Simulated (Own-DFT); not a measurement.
# Misfit strain and the stress it brings: wurtzite AlGaN with randomly placed atoms, 72 atoms (Al27Ga9N36)

Calculated, not measured: single-point runs of Own-DFT, a retired in-house plane-wave DFT program that no person has reviewed, on unrelaxed cells, without spin or spin-orbit coupling.

Method: PBE; PseudoDojo norm-conserving scalar-relativistic files; cutoff 42 hartree; 4 x 4 x 3 k mesh centred on Gamma; Fermi-Dirac smearing of 0.1 eV.

Limits: forces on such cells passed a denser k mesh, each cell not checked; stress not checked against mesh or cutoff.

Unstrained cell vectors in Å: (9.394, 0.000, 0.000); (-4.697, 8.135, 0.000); (0.000, 0.000, 10.066). The unstrained cell has measured lattice constants (interpolated for alloys), not those of this functional. That, the random moves and any unrelaxed bonds set the pressure at no strain. Each run strains x and y alike by e, as a substrate would, and holds the height along z. Each atom got a random Gaussian move of width 0.05 Å along each axis. The random placing of the alloy's atoms differs from row to row. Stress is positive in tension.

| e (%) | u (Å) | (s_xx + s_yy)/2 (GPa) | s_zz (GPa) |
|---|---|---|---|
| -1.00 | 0.048 | -12.19 | -7.79 |
| -0.75 | 0.051 | -10.42 | -8.14 |
| -0.50 | 0.051 | -10.43 | -6.91 |
| 0.25 | 0.051 | ? | ? |
| 0.50 | 0.049 | -3.47 | -6.15 |
| 0.75 | 0.048 | -2.30 | -5.02 |
| 1.25 | 0.048 | -0.46 | -3.24 |
| 1.75 | 0.051 | 2.86 | -5.76 |
| 2.50 | 0.049 | 5.69 | -1.87 |
| 2.75 | 0.051 | 7.24 | -2.60 |

## Working it out

With e as a fraction, the in-plane stress is -6.6 + 557 e - 2166 e² GPa (errors 28 and 1381, scatter 0.57), and s_zz is -6.5 + 150 e GPa (slope ± 26, scatter 1.00). At e = 0 the first slope is C11 + C12 and the second 2 C13, both with the ions held to the strained lattice and at the cell's own pressure. A free layer would change its height as e changes, and the in-plane slope would drop by 2 C13²/C33 to the biaxial modulus. At fixed height, a misfit of 1 % moves the in-plane stress by about 5.6 GPa and s_zz by 1.5 GPa.

## Withheld run

Question: what are the two stresses at e = 0.25 %?

The fit gives -5.2 and -6.1 GPa. The run itself gave -5.16 and -7.19 GPa.
